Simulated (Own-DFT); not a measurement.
# Response to strain: 6H (3C twinned every three layers) SiC, 48 atoms (C24Si24)

Calculated results; nothing here was measured. The program, named Own-DFT, is a retired in-house plane-wave density functional code that no person has reviewed. Each row is one single-point run on a periodic cell that was not relaxed, without spin or spin-orbit coupling.

Settings of every run: PBE; PseudoDojo norm-conserving scalar-relativistic files; cutoff 42 hartree; 5 x 5 x 2 k mesh centred on Gamma; Fermi-Dirac smearing of 0.1 eV.

Known limits: forces on such cells passed a denser k mesh, each cell not checked; stress not checked against mesh or cutoff.

Unstrained cell vectors in Å: (4.360, -4.360, 0.000); (0.000, 4.360, -4.360); (8.719, 8.719, 8.719). The unstrained cell has measured lattice constants (interpolated for alloys), not those of this functional. That, the random moves and any unrelaxed bonds set the pressure at no strain. Each run strains this cell uniformly, with the atoms carried along. Every atom was also moved at random, by a Gaussian of width 0.05 Å on each axis. Strain is the symmetric tensor, in per cent. Stress is positive in tension, and the pressure is minus a third of its trace.

```
run,e_xx (%),e_yy (%),e_zz (%),e_yz (%),e_xz (%),e_xy (%),s_xx (GPa),s_yy (GPa),s_zz (GPa),s_yz (GPa),s_xz (GPa),s_xy (GPa),P (GPa),E (meV/atom)
1,-0.29,-1.26,-0.84,1.82,-1.72,0.72,-8.74,-16.60,-10.97,9.32,-8.07,4.36,12.10,61.3
2,2.00,1.10,1.74,-0.66,1.84,-1.16,4.93,4.19,3.08,-4.58,6.73,-3.73,-4.07,34.6
3,-1.86,1.01,0.67,-0.08,-0.59,1.00,-11.97,-1.14,-2.60,-1.84,-2.04,5.12,5.24,0.0
4,-0.68,-0.64,0.99,-0.91,0.02,0.07,-8.09,-8.21,-2.81,-5.03,-1.23,-0.77,6.37,33.4
5,-1.28,-1.90,1.12,1.53,0.01,-0.60,-9.88,-15.77,-4.07,8.08,-1.39,-1.04,9.91,8.8
6,1.24,-1.70,1.42,-1.23,0.71,-0.47,-0.03,-10.74,1.77,-4.96,1.39,-2.02,3.00,9.6
7,1.37,-1.85,0.40,-1.91,0.70,1.87,-1.84,-13.48,-3.63,-6.24,2.35,8.28,6.32,47.9
8,-1.68,-1.19,1.39,-1.52,-0.59,-1.13,-13.31,-11.74,-3.15,-9.81,-5.64,-6.49,9.40,56.5
9,-1.96,-1.08,-0.17,-0.40,1.89,1.53,-18.85,-12.79,-8.33,-0.20,9.40,7.96,13.33,34.8
10,1.02,-1.81,0.03,-1.16,0.95,0.29,-4.53,-11.41,-5.47,-4.80,2.70,-0.60,7.14,24.0
11,-0.93,1.09,-1.90,-1.03,1.02,-0.13,-10.86,-1.72,-14.16,-3.64,4.59,-0.55,8.91,17.5
12,-1.26,-0.16,-1.93,-0.69,-0.88,-0.97,-13.79,-10.42,-14.75,-3.04,-4.17,-5.02,12.99,15.8
13,0.42,0.83,1.42,0.15,1.05,-0.86,-0.20,0.25,1.46,0.44,3.60,-4.44,-0.51,5.9
14,-1.19,1.31,-1.28,-1.50,1.36,0.58,-10.58,0.03,-11.00,-6.17,4.95,0.55,7.18,6.3
15,1.00,-0.45,0.75,0.69,0.91,0.37,-0.20,-6.11,-0.72,3.53,3.91,3.40,2.34,6.6
16,0.39,1.12,-0.49,-1.69,1.17,1.49,?,?,?,?,?,?,?,?
```

E is the free energy for each atom above the lowest run shown.

## Worked fit

Each stress component was fitted by least squares to a constant and the strains of the runs shown, as fractions, with shears doubled. Shear strains stay in the fit of a normal stress only where such slopes are resolved. The slopes, in GPa:

```
stress,at no strain,per e_xx,per e_yy,per e_zz,scatter
s_xx,-5.8,435 ± 30,115 ± 31,130 ± 33,1.39
s_yy,-5.3,107 ± 30,532 ± 31,111 ± 33,1.40
s_zz,-5.5,98 ± 20,64 ± 20,416 ± 22,0.90
```

Each shear stress against twice its own strain: yz 248 ± 10, xz 232 ± 11, xy 236 ± 17 GPa. These are stiffnesses along x, y and z of the frame in which the cell vectors are given, which need not be the crystal's axes. The atoms are held to the strained lattice; where symmetry lets them move under strain, relaxing them would lower some slopes. The table should be nearly symmetric about its diagonal, and what it lacks of that shows the noise. A ninth of its sum, 223 ± 8 GPa, estimates the bulk modulus near the mean pressure of these runs, 6.6 GPa, so it lies above the value at zero pressure.

## Withheld run

Question: what normal stresses and pressure should run 16 give?

The fit gives s_xx = -3.5, s_yy = 0.5, s_zz = -6.5 and P = 3.1 GPa. The calculation gave -5.94, 1.14, -5.02 and P = 3.27 GPa.
